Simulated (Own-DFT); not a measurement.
# PBE and PBEsol under strain: C11b WSi2, 30 atoms (Si20W10)

Everything here is calculated. The program is Own-DFT (plane waves, in-house, since retired, never reviewed by a person); positions were held fixed, and spin and spin-orbit coupling were off.

Known weak points: forces on such cells failed a check on a denser k mesh; stress not checked against mesh or cutoff.

Each geometry was run with PBE and with PBEsol, otherwise alike: PseudoDojo norm-conserving scalar-relativistic files made for PBE; cutoff 50 hartree; 5 x 5 x 5 k mesh centred on Gamma; cold (Marzari-Vanderbilt) smearing of 0.2 eV. Unstrained cell vectors in Å: (-2.149, -5.953, 3.409); (-6.444, 2.976, 1.136); (-2.553, -2.948, -6.757). Each has a uniform strain, of which the change of volume is shown, and random moves of rms u per axis.

| run | volume change (%) | u (Å) | P with PBE (GPa) | P with PBEsol (GPa) |
|---|---|---|---|---|
| 1 | 2.04 | 0.0513 | 2.15 | -1.85 |
| 2 | 0.41 | 0.0491 | 5.72 | 1.67 |
| 3 | 3.42 | 0.0508 | -0.72 | -4.65 |
| 4 | -4.84 | 0.0567 | 20.06 | 15.71 |
| 5 | 1.13 | 0.0472 | 4.74 | 0.71 |
| 6 | -1.23 | 0.0472 | 8.71 | 4.55 |
| 7 | 1.53 | 0.0469 | 2.01 | -2.01 |
| 8 | -5.06 | 0.0486 | 19.17 | 14.80 |
| 9 | -1.68 | 0.0498 | 10.40 | 6.22 |
| 10 | 2.18 | 0.0634 | 2.95 | -1.03 |
| 11 | 1.65 | 0.0466 | 1.62 | ? |

Asked: by how much does PBEsol shrink this cell, and what belongs in the blank?

## Worked answer

Write v for the change of volume as a fraction. Fitted to v and u², the PBE pressure has a slope of -244 ± 8 GPa in v, with the ions held to the strained lattice. The difference PBEsol less PBE is -4.10 + 5.2 v GPa (slope ± 0.1) and averages -4.11 GPa. Divided by the mean slope of the two, 241 GPa, that makes PBEsol's volume at a given pressure, near 5 GPa, about 1.7 % smaller, or 0.57 % in lengths. At one volume PBEsol's slope is the smaller by 5 GPa, but its pressure there is lower too. If stiffness rises by about 4 GPa for each GPa, PBEsol at equal pressure is stiffer by about 11 GPa. Files made for PBEsol would give a different shift.

For run 11 the line gives -2.39 GPa. The hidden result is -2.39 GPa.
